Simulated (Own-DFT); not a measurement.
Hf31O64 (monoclinic hafnia with one vacancy, atoms displaced), Hf32O63 (monoclinic hafnia with one vacancy, atoms displaced) (calculated)

A calculation, not a measurement: plane-wave PBE density functional theory by an unreviewed code, no spin, of a simulated periodic cell, stress positive in tension, free energy of the whole cell less one offset for each atom, defect cell not probed for a lower state with spin; hafnium file: forces about 75 meV/angstrom off all-electron values; oxygen file: force components 24 meV/angstrom off all-electron in one glass; forces on such cells passed a denser k mesh, this cell's mesh not checked; offsets are fitted by least squares, one for each functional and potential file, so energies compare only between cells with the same atoms and settings and are not formation energies; the far tail of each file's local potential was reset to the Coulomb form; each entry is a single point on an unrelaxed cell, so the pressure reflects the starting lattice, mostly measured values, from which strain is counted, and rises with the displacements; printed positions are rounded, which can move forces by about a meV/angstrom; the program is a retired in-house code; no spin-orbit coupling; before rounding, a Quantum ESPRESSO 7.3.1 run of the same cell and cutoff gave forces within 1 meV/angstrom rms on each cell, which checks the program and not the settings. Program: Own-DFT development build.

Settings shared by all entries: functional PBE; potential files PseudoDojo norm-conserving, scalar-relativistic, standard set; wave cutoff 72 hartree; occupations Fermi-Dirac; smearing width 0.1 eV; k mesh 2 x 2 x 2 centred on Gamma.

```json
{"entry": 1, "formula": "Hf31O64", "kind": "monoclinic hafnia with one vacancy, atoms displaced", "structure": {"cell_angstrom": [[10.234, 0.0, 0.0], [0.0, 10.35, 0.0], [-1.6955, 0.0, 10.4453]], "atoms_fractional": [["Hf", 0.13622, 0.01999, 0.10519], ["Hf", 0.35864, 0.26746, 0.14692], ["Hf", 0.36216, 0.48047, 0.39911], ["O", 0.0384, 0.16975, 0.17472], ["O", 0.4695, 0.41885, 0.07719], ["O", 0.45648, 0.33666, 0.32151], ["O", 0.03323, 0.08097, 0.42543], ["O", 0.22664, 0.3736, 0.24487], ["O", 0.27774, 0.13036, 0.00625], ["O", 0.27683, 0.11947, 0.25761], ["O", 0.2212, 0.37446, 0.49108], ["Hf", 0.13737, 0.02206, 0.60263], ["Hf", 0.36509, 0.26949, 0.64566], ["Hf", 0.36127, 0.48297, 0.8961], ["Hf", 0.13692, 0.22438, 0.85762], ["O", 0.03347, 0.16787, 0.67625], ["O", 0.46509, 0.41342, 0.58081], ["O", 0.46302, 0.33578, 0.82276], ["O", 0.04553, 0.08351, 0.92608], ["O", 0.22394, 0.37596, 0.74291], ["O", 0.27826, 0.13095, 0.51398], ["O", 0.27709, 0.12786, 0.75873], ["O", 0.22468, 0.37311, 0.99295], ["Hf", 0.13843, 0.5189, 0.0992], ["Hf", 0.35931, 0.76964, 0.14769], ["Hf", 0.35983, 0.97995, 0.39225], ["Hf", 0.14166, 0.73021, 0.35699], ["O", 0.03676, 0.66848, 0.17671], ["O", 0.45946, 0.91458, 0.07236], ["O", 0.46705, 0.8339, 0.32481], ["O", 0.03635, 0.58552, 0.42186], ["O", 0.22798, 0.87605, 0.23941], ["O", 0.27792, 0.63275, 0.01188], ["O", 0.27471, 0.62358, 0.2635], ["O", 0.22239, 0.86931, 0.49407], ["Hf", 0.13587, 0.51635, 0.5988], ["Hf", 0.36206, 0.77285, 0.64882], ["Hf", 0.36102, 0.97711, 0.89617], ["Hf", 0.13595, 0.72777, 0.85703], ["O", 0.03556, 0.66611, 0.67611], ["O", 0.46408, 0.91411, 0.5787], ["O", 0.45997, 0.83589, 0.82461], ["O", 0.03781, 0.5886, 0.92323], ["O", 0.22829, 0.87948, 0.73663], ["O", 0.27688, 0.63061, 0.5102], ["O", 0.28029, 0.62272, 0.75932], ["O", 0.22861, 0.86831, 0.98608], ["Hf", 0.639, 0.01793, 0.10207], ["Hf", 0.85455, 0.26747, 0.14473], ["Hf", 0.86014, 0.48063, 0.39497], ["Hf", 0.63731, 0.22689, 0.35471], ["O", 0.53491, 0.16258, 0.16898], ["O", 0.96428, 0.41873, 0.07854], ["O", 0.9667, 0.33278, 0.32313], ["O", 0.53696, 0.09155, 0.42679], ["O", 0.72537, 0.38062, 0.24432], ["O", 0.77874, 0.1205, 0.00878], ["O", 0.77639, 0.12211, 0.25871], ["O", 0.72944, 0.37486, 0.4944], ["Hf", 0.63584, 0.01669, 0.59943], ["Hf", 0.85962, 0.27151, 0.64505], ["Hf", 0.86218, 0.47901, 0.89228], ["Hf", 0.63845, 0.22743, 0.85658], ["O", 0.53993, 0.16797, 0.6735], ["O", 0.96537, 0.4156, 0.58113], ["O", 0.96333, 0.32573, 0.82845], ["O", 0.53728, 0.08393, 0.91847], ["O", 0.72412, 0.37717, 0.74144], ["O", 0.77836, 0.13228, 0.51161], ["O", 0.7751, 0.12173, 0.7641], ["O", 0.72206, 0.37148, 0.9919], ["Hf", 0.63733, 0.52221, 0.10314], ["Hf", 0.86675, 0.77264, 0.15239], ["Hf", 0.8657, 0.9773, 0.40119], ["Hf", 0.64011, 0.72876, 0.34735], ["O", 0.53643, 0.66886, 0.17317], ["O", 0.96174, 0.92077, 0.07709], ["O", 0.95897, 0.83465, 0.33148], ["O", 0.53482, 0.58595, 0.42142], ["O", 0.72196, 0.87803, 0.23963], ["O", 0.77658, 0.6301, 0.01401], ["O", 0.77854, 0.62587, 0.25682], ["O", 0.72027, 0.87256, 0.4928], ["Hf", 0.63512, 0.52132, 0.60311], ["Hf", 0.8652, 0.77134, 0.64658], ["Hf", 0.86411, 0.98029, 0.89761], ["Hf", 0.63851, 0.73083, 0.85388], ["O", 0.539, 0.66481, 0.67154], ["O", 0.96092, 0.91447, 0.57449], ["O", 0.96985, 0.8362, 0.83132], ["O", 0.53578, 0.58545, 0.92314], ["O", 0.72343, 0.88015, 0.74056], ["O", 0.76976, 0.63056, 0.50876], ["O", 0.77408, 0.62247, 0.7591], ["O", 0.72528, 0.87335, 0.99165]]}, "results": {"free_energy_of_cell_above_offsets [eV]": "-79.622", "pressure [GPa]": 3.99, "stress_xx [GPa]": -4.39, "stress_yy [GPa]": -3.86, "stress_zz [GPa]": -3.73, "stress_yz [GPa]": 0.22, "stress_xz [GPa]": 0.34, "stress_xy [GPa]": -0.66, "force_element": ["Hf", "Hf", "Hf", "O", "O", "O", "O", "O", "O", "O", "O", "Hf", "Hf", "Hf", "Hf", "O", "O", "O", "O", "O", "O", "O", "O", "Hf", "Hf", "Hf", "Hf", "O", "O", "O", "O", "O", "O", "O", "O", "Hf", "Hf", "Hf", "Hf", "O", "O", "O", "O", "O", "O", "O", "O", "Hf", "Hf", "Hf", "Hf", "O", "O", "O", "O", "O", "O", "O", "O", "Hf", "Hf", "Hf", "Hf", "O", "O", "O", "O", "O", "O", "O", "O", "Hf", "Hf", "Hf", "Hf", "O", "O", "O", "O", "O", "O", "O", "O", "Hf", "Hf", "Hf", "Hf", "O", "O", "O", "O", "O", "O", "O", "O"], "force_x [eV/angstrom]": [0.802, -0.822, -1.389, -0.743, -0.638, 2.066, -0.184, 0.106, 0.046, 0.985, 0.871, 0.425, -1.542, 0.221, 1.502, 0.068, 0.708, 0.574, -1.962, -0.18, 0.537, -0.138, -0.068, -0.127, 0.641, -0.688, -0.186, 0.101, 1.029, -0.159, -0.697, -0.792, -0.145, 0.251, 0.201, 0.919, -0.261, -0.142, 1.556, -0.171, 0.404, 1.511, -1.167, -0.894, -0.022, -0.449, -0.983, -0.484, 2.135, 0.931, 0.145, 0.043, -0.173, -1.223, -1.03, -0.196, -0.085, -0.37, -0.688, 0.278, 0.143, -0.202, -0.149, -0.105, -0.093, -0.504, -0.516, 0.034, -0.351, 0.408, 0.35, 0.23, -0.513, -0.695, -0.493, -0.179, 0.553, 1.381, -0.145, -0.011, 0.262, -0.033, 0.227, 0.439, -0.897, -0.52, -0.004, -0.853, 0.661, -0.416, 0.028, 0.387, 0.911, 0.486, -0.075], "force_y [eV/angstrom]": [1.201, 0.428, -1.038, -0.654, -0.53, -0.609, -0.387, 1.64, -0.338, -0.95, 0.795, 1.442, -0.239, -0.843, 1.781, -0.822, 0.882, 0.175, -1.414, 0.793, -1.431, -1.135, 0.058, -0.563, 0.113, 1.193, -0.296, -0.011, 0.263, 0.597, -0.17, 0.284, -0.75, -0.382, 0.378, -0.428, -0.824, 0.953, 0.729, -0.019, 0.628, -0.73, -1.293, 0.414, 0.085, -0.231, 0.304, -0.322, 0.309, -0.477, 0.99, 0.381, -0.122, 0.695, -1.013, 0.028, 1.106, -0.09, -0.474, 0.635, -0.449, -0.292, 0.398, -0.22, 0.462, 1.199, -0.584, 0.587, -0.352, -0.227, -0.258, 0.116, -0.426, 1.586, 0.447, -0.296, -0.138, -0.914, -0.364, 0.364, 0.024, -0.797, -0.252, -0.162, -0.441, 0.04, 0.095, 0.749, 0.009, 0.069, 0.194, -0.282, 0.145, -0.257, -0.472], "force_z [eV/angstrom]": [1.322, 0.556, -0.616, -1.401, -0.074, 0.758, 0.174, -1.252, 0.483, -0.584, 0.736, -0.578, -0.404, -0.438, -1.17, -0.267, -0.784, 0.992, 0.074, -0.21, 0.321, 0.451, -0.236, 2.073, -0.338, 0.407, 0.051, -0.415, 0.556, 0.402, 0.043, 0.161, -0.16, -0.309, -0.84, 0.791, -0.615, -0.594, -1.0, -0.343, -0.618, 0.43, 0.141, 0.344, 0.032, 0.348, 0.491, 0.099, 1.206, 0.108, -0.328, 0.584, -0.467, 0.049, -0.444, -0.316, 0.558, 0.126, -0.865, 1.26, 0.359, 0.619, -0.819, -0.211, -0.501, 0.733, 0.529, -0.012, -0.265, -0.212, -0.187, 0.024, -1.112, -0.691, 1.222, -0.397, 0.56, -0.183, 0.052, -0.078, -0.723, 0.658, -0.47, 0.101, 0.152, -0.776, 0.148, 0.409, 0.961, -0.421, -0.211, 0.224, 0.009, 0.498, -0.448]}}
{"entry": 2, "formula": "Hf32O63", "kind": "monoclinic hafnia with one vacancy, atoms displaced", "structure": {"cell_angstrom": [[10.234, 0.0, 0.0], [0.0, 10.35, 0.0], [-1.6955, 0.0, 10.4453]], "atoms_fractional": [["Hf", 0.13529, 0.01828, 0.10761], ["Hf", 0.36683, 0.26897, 0.15182], ["Hf", 0.36581, 0.47953, 0.39309], ["Hf", 0.14235, 0.22868, 0.35801], ["O", 0.03184, 0.16963, 0.17466], ["O", 0.4583, 0.4051, 0.07241], ["O", 0.46208, 0.32909, 0.33103], ["O", 0.04046, 0.07958, 0.41634], ["O", 0.22673, 0.37871, 0.23927], ["O", 0.27667, 0.13102, 0.01161], ["O", 0.27037, 0.12622, 0.2646], ["O", 0.22623, 0.3682, 0.48798], ["Hf", 0.13616, 0.01671, 0.60141], ["Hf", 0.3663, 0.27367, 0.64672], ["Hf", 0.36105, 0.48508, 0.89937], ["Hf", 0.14525, 0.22957, 0.8575], ["O", 0.03994, 0.17415, 0.67324], ["O", 0.47069, 0.4151, 0.57736], ["O", 0.46684, 0.33199, 0.83003], ["O", 0.03587, 0.09122, 0.92116], ["O", 0.21657, 0.37681, 0.73544], ["O", 0.26923, 0.12481, 0.50535], ["O", 0.27816, 0.11865, 0.76709], ["O", 0.20813, 0.3723, 0.98784], ["Hf", 0.14053, 0.5173, 0.10209], ["Hf", 0.35947, 0.76586, 0.14401], ["Hf", 0.36467, 0.97499, 0.39423], ["Hf", 0.12837, 0.72413, 0.34946], ["O", 0.03476, 0.66643, 0.17202], ["O", 0.46593, 0.9118, 0.07886], ["O", 0.46342, 0.83765, 0.33193], ["O", 0.03859, 0.59121, 0.42793], ["O", 0.22199, 0.88087, 0.24175], ["O", 0.28358, 0.63321, 0.01278], ["O", 0.27169, 0.62751, 0.25711], ["O", 0.22251, 0.86586, 0.49147], ["Hf", 0.14335, 0.51809, 0.60592], ["Hf", 0.36247, 0.77616, 0.6413], ["Hf", 0.36033, 0.97848, 0.89875], ["Hf", 0.13585, 0.72496, 0.8498], ["O", 0.03429, 0.67002, 0.6658], ["O", 0.47018, 0.91735, 0.57819], ["O", 0.46686, 0.83663, 0.82562], ["O", 0.02838, 0.59647, 0.92606], ["O", 0.22397, 0.87855, 0.74679], ["O", 0.27852, 0.63174, 0.50055], ["O", 0.27227, 0.63012, 0.7642], ["O", 0.2234, 0.86782, 0.98403], ["Hf", 0.64293, 0.01157, 0.10863], ["Hf", 0.85876, 0.27092, 0.14709], ["Hf", 0.86249, 0.48032, 0.40001], ["Hf", 0.64022, 0.23348, 0.35656], ["O", 0.53711, 0.16196, 0.17658], ["O", 0.95946, 0.41365, 0.07431], ["O", 0.97048, 0.33225, 0.33071], ["O", 0.53433, 0.08262, 0.41721], ["O", 0.73364, 0.38067, 0.25262], ["O", 0.78412, 0.12348, 0.00661], ["O", 0.7827, 0.11352, 0.26087], ["O", 0.70947, 0.37116, 0.49023], ["Hf", 0.63019, 0.02109, 0.59621], ["Hf", 0.86297, 0.27186, 0.64761], ["Hf", 0.85753, 0.49543, 0.89348], ["Hf", 0.62855, 0.22916, 0.86454], ["O", 0.5368, 0.16679, 0.67089], ["O", 0.96176, 0.42031, 0.57519], ["O", 0.97009, 0.3279, 0.82774], ["O", 0.53627, 0.0853, 0.92248], ["O", 0.72086, 0.38164, 0.73845], ["O", 0.77055, 0.12987, 0.50949], ["O", 0.77157, 0.11456, 0.75494], ["O", 0.71686, 0.37433, 0.99105], ["Hf", 0.63906, 0.52374, 0.10805], ["Hf", 0.85488, 0.77108, 0.14813], ["Hf", 0.86115, 0.97658, 0.39606], ["Hf", 0.63802, 0.73108, 0.34936], ["O", 0.53673, 0.66769, 0.17212], ["O", 0.97004, 0.9109, 0.07469], ["O", 0.9629, 0.83888, 0.32724], ["O", 0.53868, 0.57931, 0.41377], ["O", 0.71823, 0.87485, 0.23093], ["O", 0.77598, 0.62656, 0.0027], ["O", 0.77036, 0.61862, 0.26767], ["O", 0.72106, 0.87795, 0.49014], ["Hf", 0.6433, 0.51964, 0.60369], ["Hf", 0.85689, 0.7712, 0.63399], ["Hf", 0.86277, 0.97818, 0.8924], ["Hf", 0.64066, 0.73854, 0.85912], ["O", 0.53291, 0.66151, 0.67331], ["O", 0.96341, 0.91358, 0.58429], ["O", 0.96261, 0.83691, 0.82287], ["O", 0.52763, 0.58271, 0.92259], ["O", 0.71839, 0.87895, 0.734], ["O", 0.77866, 0.61409, 0.76208], ["O", 0.72244, 0.87961, 0.9819]]}, "results": {"free_energy_of_cell_above_offsets [eV]": "-91.423", "pressure [GPa]": 4.29, "stress_xx [GPa]": -3.51, "stress_yy [GPa]": -4.95, "stress_zz [GPa]": -4.4, "stress_yz [GPa]": 0.53, "stress_xz [GPa]": 0.72, "stress_xy [GPa]": 0.26, "force_element": ["Hf", "Hf", "Hf", "Hf", "O", "O", "O", "O", "O", "O", "O", "O", "Hf", "Hf", "Hf", "Hf", "O", "O", "O", "O", "O", "O", "O", "O", "Hf", "Hf", "Hf", "Hf", "O", "O", "O", "O", "O", "O", "O", "O", "Hf", "Hf", "Hf", "Hf", "O", "O", "O", "O", "O", "O", "O", "O", "Hf", "Hf", "Hf", "Hf", "O", "O", "O", "O", "O", "O", "O", "O", "Hf", "Hf", "Hf", "Hf", "O", "O", "O", "O", "O", "O", "O", "O", "Hf", "Hf", "Hf", "Hf", "O", "O", "O", "O", "O", "O", "O", "O", "Hf", "Hf", "Hf", "Hf", "O", "O", "O", "O", "O", "O", "O"], "force_x [eV/angstrom]": [0.027, -1.301, -0.698, -0.649, 0.374, 1.475, 0.668, -1.659, 0.025, 0.356, 1.056, 0.293, 0.137, -0.082, -0.157, -1.498, 0.14, -0.82, -1.851, -0.511, 1.28, 0.955, 0.495, 1.357, -1.24, -0.625, -1.814, 2.208, -1.313, 0.365, 1.283, -1.885, 0.392, -0.761, 0.533, 0.113, -0.444, -0.059, -0.198, -0.709, -0.067, -1.76, 0.233, 0.35, 0.352, 0.018, 0.799, -0.098, -1.093, 1.522, 0.916, -0.056, 0.502, 0.674, -1.038, -0.273, -1.023, -1.025, -0.696, 1.55, 1.887, -0.114, 1.431, 3.103, -1.036, 0.044, -1.511, -0.906, 0.543, 0.836, 0.23, -0.156, -0.472, 2.882, 0.576, -1.453, -0.222, -1.344, -0.528, 0.44, 0.376, -1.149, 1.009, 0.55, -0.971, -0.281, 0.898, -1.166, 0.128, 0.349, 0.147, 1.282, 0.214, -0.553, -0.106], "force_y [eV/angstrom]": [1.602, -1.507, 0.465, -0.167, -0.716, 1.849, -0.074, -1.109, 0.803, -0.376, -1.055, 0.96, 1.174, -1.085, -1.112, -0.411, -1.168, 0.131, 1.173, -1.466, 0.729, 0.331, 0.163, 1.145, -0.441, 1.734, 1.658, 1.394, -0.002, 0.149, -1.736, -1.623, -0.109, -1.558, -1.036, 0.494, 0.821, -1.034, 0.169, 2.313, -0.655, -0.838, -0.142, -0.848, 0.326, -0.684, -1.602, 0.167, 2.993, -0.418, -0.878, -1.395, 0.013, 0.953, 0.972, 0.105, 0.046, 0.79, 0.252, 0.699, 1.422, -0.825, -5.123, -0.169, 0.612, 0.239, 1.659, -1.319, -0.301, 0.368, 0.577, 0.169, -1.879, -0.015, 2.134, -0.072, -0.151, -0.799, -0.833, 0.535, -0.907, 1.522, 0.648, -1.628, 0.316, -0.08, 1.78, -0.973, 0.47, 0.912, -0.797, 0.85, -1.193, 2.652, -1.124], "force_z [eV/angstrom]": [-0.667, -0.541, 0.653, -0.688, -0.408, 0.366, -0.025, 0.757, -0.04, 0.798, -0.567, 0.615, 0.925, -0.258, -0.729, -0.584, -1.215, -0.347, -0.359, 0.663, 0.355, 1.559, -1.012, 0.429, 0.182, 0.544, 0.09, 0.444, -0.145, 0.135, -0.907, -0.09, -0.47, -0.632, -0.05, 0.032, -0.571, 0.807, -0.331, 0.074, 0.075, -0.503, 0.163, 0.338, -1.384, 1.174, -0.798, 1.136, -1.683, -0.523, 0.179, -0.006, -0.217, 0.498, 0.204, -0.128, -1.348, 1.25, -0.071, 0.08, 2.06, 1.609, 0.473, -1.905, 0.158, 0.135, -0.219, 1.019, 0.35, -0.53, 0.414, 0.658, -1.14, -1.059, 0.681, 2.002, -0.461, 0.448, -0.722, 0.006, 1.35, 2.141, -0.989, -1.35, 0.591, 2.209, -1.127, -2.802, 0.015, -1.368, -0.339, 0.747, 0.352, -2.022, 1.381]}}
{"entry": 3, "formula": "Hf32O63", "kind": "monoclinic hafnia with one vacancy, atoms displaced", "structure": {"cell_angstrom": [[10.234, 0.0, 0.0], [0.0, 10.35, 0.0], [-1.6955, 0.0, 10.4453]], "atoms_fractional": [["Hf", 0.13135, 0.01861, 0.09771], ["Hf", 0.35899, 0.26672, 0.14529], ["Hf", 0.3612, 0.48159, 0.38697], ["Hf", 0.13495, 0.23953, 0.34638], ["O", 0.03091, 0.16509, 0.17341], ["O", 0.47152, 0.4099, 0.08568], ["O", 0.46562, 0.33729, 0.33064], ["O", 0.03899, 0.08482, 0.42135], ["O", 0.22198, 0.37585, 0.23599], ["O", 0.28061, 0.1308, 0.01404], ["O", 0.27153, 0.11611, 0.25342], ["O", 0.22105, 0.37294, 0.48184], ["Hf", 0.13727, 0.022, 0.5978], ["Hf", 0.36569, 0.27801, 0.65182], ["Hf", 0.35553, 0.48623, 0.88412], ["Hf", 0.1395, 0.22748, 0.85169], ["O", 0.0421, 0.17011, 0.67095], ["O", 0.47097, 0.41799, 0.58007], ["O", 0.46325, 0.34266, 0.81716], ["O", 0.04058, 0.07879, 0.92769], ["O", 0.23048, 0.37605, 0.73297], ["O", 0.27357, 0.11976, 0.50934], ["O", 0.27342, 0.11871, 0.76511], ["O", 0.22161, 0.3731, 0.98854], ["Hf", 0.12933, 0.52518, 0.10399], ["Hf", 0.36277, 0.77349, 0.14333], ["Hf", 0.35795, 0.9859, 0.39463], ["Hf", 0.14245, 0.73644, 0.34993], ["O", 0.03299, 0.65615, 0.17283], ["O", 0.45812, 0.92074, 0.0692], ["O", 0.45848, 0.82175, 0.322], ["O", 0.03823, 0.58225, 0.42838], ["O", 0.22746, 0.88139, 0.23806], ["O", 0.27351, 0.62709, 0.00349], ["O", 0.28282, 0.62448, 0.2585], ["O", 0.22461, 0.86847, 0.49198], ["Hf", 0.13459, 0.51992, 0.60307], ["Hf", 0.3649, 0.76582, 0.65139], ["Hf", 0.37103, 0.98308, 0.90256], ["Hf", 0.13047, 0.73506, 0.85415], ["O", 0.03813, 0.6601, 0.67857], ["O", 0.46303, 0.92346, 0.57144], ["O", 0.45833, 0.83469, 0.82448], ["O", 0.04358, 0.58088, 0.91963], ["O", 0.23505, 0.87344, 0.73669], ["O", 0.26409, 0.62091, 0.50822], ["O", 0.27402, 0.61537, 0.7661], ["O", 0.22753, 0.87889, 0.99184], ["Hf", 0.63037, 0.02207, 0.09871], ["Hf", 0.86721, 0.26987, 0.14232], ["Hf", 0.86346, 0.47506, 0.40158], ["Hf", 0.64123, 0.24014, 0.3547], ["O", 0.5335, 0.16533, 0.16578], ["O", 0.96335, 0.41512, 0.06925], ["O", 0.96197, 0.33913, 0.32407], ["O", 0.54207, 0.08341, 0.42364], ["O", 0.72111, 0.37823, 0.23682], ["O", 0.76834, 0.13073, 0.00502], ["O", 0.77646, 0.11975, 0.25345], ["O", 0.72463, 0.36408, 0.49205], ["Hf", 0.63802, 0.02329, 0.60885], ["Hf", 0.86181, 0.28064, 0.65048], ["Hf", 0.86165, 0.47742, 0.89846], ["Hf", 0.64505, 0.22438, 0.84903], ["O", 0.54478, 0.16377, 0.67996], ["O", 0.96052, 0.41339, 0.56686], ["O", 0.97164, 0.33562, 0.8319], ["O", 0.52985, 0.08815, 0.9181], ["O", 0.72404, 0.37592, 0.74838], ["O", 0.7712, 0.12964, 0.50634], ["O", 0.72924, 0.37584, 0.99224], ["Hf", 0.6406, 0.51883, 0.10785], ["Hf", 0.85777, 0.77041, 0.15197], ["Hf", 0.86324, 0.97953, 0.39737], ["Hf", 0.63501, 0.73275, 0.35828], ["O", 0.54116, 0.66552, 0.17855], ["O", 0.96046, 0.91677, 0.07598], ["O", 0.96669, 0.84017, 0.33018], ["O", 0.53219, 0.5788, 0.42189], ["O", 0.72985, 0.87638, 0.23896], ["O", 0.78065, 0.6341, 0.0015], ["O", 0.7745, 0.62068, 0.26158], ["O", 0.72626, 0.8774, 0.49545], ["Hf", 0.64585, 0.51832, 0.60265], ["Hf", 0.86684, 0.76865, 0.64702], ["Hf", 0.85648, 0.97297, 0.90008], ["Hf", 0.63681, 0.72832, 0.85214], ["O", 0.53555, 0.66569, 0.67246], ["O", 0.96704, 0.92113, 0.57962], ["O", 0.96386, 0.83365, 0.82103], ["O", 0.53846, 0.58611, 0.92145], ["O", 0.72838, 0.87472, 0.7392], ["O", 0.77772, 0.62884, 0.51201], ["O", 0.77613, 0.62954, 0.76129], ["O", 0.72896, 0.86537, 0.99994]]}, "results": {"free_energy_of_cell_above_offsets [eV]": "-91.062", "pressure [GPa]": 5.98, "stress_xx [GPa]": -6.73, "stress_yy [GPa]": -5.0, "stress_zz [GPa]": -6.2, "stress_yz [GPa]": -0.3, "stress_xz [GPa]": -0.59, "stress_xy [GPa]": 1.08, "force_element": ["Hf", "Hf", "Hf", "Hf", "O", "O", "O", "O", "O", "O", "O", "O", "Hf", "Hf", "Hf", "Hf", "O", "O", "O", "O", "O", "O", "O", "O", "Hf", "Hf", "Hf", "Hf", "O", "O", "O", "O", "O", "O", "O", "O", "Hf", "Hf", "Hf", "Hf", "O", "O", "O", "O", "O", "O", "O", "O", "Hf", "Hf", "Hf", "Hf", "O", "O", "O", "O", "O", "O", "O", "O", "Hf", "Hf", "Hf", "Hf", "O", "O", "O", "O", "O", "O", "O", "Hf", "Hf", "Hf", "Hf", "O", "O", "O", "O", "O", "O", "O", "O", "Hf", "Hf", "Hf", "Hf", "O", "O", "O", "O", "O", "O", "O", "O"], "force_x [eV/angstrom]": [1.376, 0.681, -0.634, 0.513, 0.162, -0.083, 0.237, -0.689, -0.199, -0.501, -0.071, 0.357, 0.799, 0.529, 0.944, 0.779, -1.658, -0.255, 1.147, -1.225, -1.535, 0.924, 0.535, 0.509, 2.97, 0.016, 1.103, -0.263, -1.34, 1.602, 0.131, -1.15, -0.682, 0.209, -0.824, 0.096, 1.13, -0.474, -3.014, 2.401, -0.864, -0.098, 2.003, -1.488, -1.8, 1.425, -0.16, -0.972, 1.268, -1.932, -0.086, -0.824, -0.118, 0.513, 0.451, -0.998, 0.505, 0.737, -0.091, -0.003, 0.49, 1.039, -0.073, -0.932, -1.084, 0.534, -0.782, 1.341, 0.749, 0.907, -0.296, -0.975, 0.204, -0.634, 0.105, -0.633, 0.26, 1.054, 1.363, -1.301, -0.013, 0.545, 0.133, -2.166, -0.515, 0.49, -0.036, 0.543, -0.444, -0.212, -0.704, -0.421, -0.127, 0.444, -0.877], "force_y [eV/angstrom]": [0.28, 1.029, -0.165, -1.758, 0.103, 0.714, -0.911, 0.259, 0.628, -0.173, 0.941, -0.346, -0.34, -1.374, -1.701, -0.327, 0.817, -0.2, -0.479, 0.453, 0.463, 1.533, 0.331, -0.319, -1.636, -1.401, -0.376, -0.91, 2.239, -0.725, 1.46, 0.473, -0.721, 1.021, -0.085, -0.387, -0.05, 1.134, -0.106, -0.328, 0.548, -1.111, -0.664, -0.148, 0.424, 1.056, 1.614, -1.041, 0.548, -0.203, 2.094, -2.908, 0.105, -0.074, -0.524, 0.244, -0.228, -0.397, 0.202, 1.642, -1.077, -3.049, 1.39, 0.943, 0.795, -0.275, 0.02, 0.306, 0.695, 0.789, -0.644, 0.096, -0.676, 1.319, -0.373, 0.472, -0.545, -1.258, 0.843, 0.511, -0.468, -0.107, -1.205, 0.877, 0.78, 0.495, -0.001, -0.495, -0.755, 0.694, -0.509, 1.21, -0.24, -1.549, 0.747], "force_z [eV/angstrom]": [1.292, -0.758, 1.444, 1.318, -0.458, -0.733, -0.235, -0.501, -0.131, -0.634, 0.574, 0.55, 1.344, -1.797, 3.474, 0.955, -0.001, -0.415, 1.087, -1.568, 0.3, -0.143, -0.483, -0.654, -1.298, -0.321, 0.616, 1.247, 1.084, 2.219, 0.998, -1.166, 0.051, 1.277, -0.241, -0.905, -0.382, -1.743, -3.223, 0.392, -0.403, 0.911, 0.665, 0.073, 0.29, 0.418, -2.1, -0.348, 1.438, 0.224, -2.371, -1.197, 0.76, 0.942, -0.467, -0.806, 0.853, -0.362, 0.445, 0.847, -1.502, -0.265, -0.249, 1.568, -0.436, 1.913, -1.188, 0.403, -1.162, 1.424, -0.375, -1.047, -0.582, -0.037, -0.408, -0.856, 0.461, -0.555, 0.404, 0.611, 1.152, 0.323, -0.783, 0.371, -0.884, -0.594, 0.5, -0.183, -0.058, 1.007, 0.214, 0.622, -0.103, -0.515, -1.435]}}
```
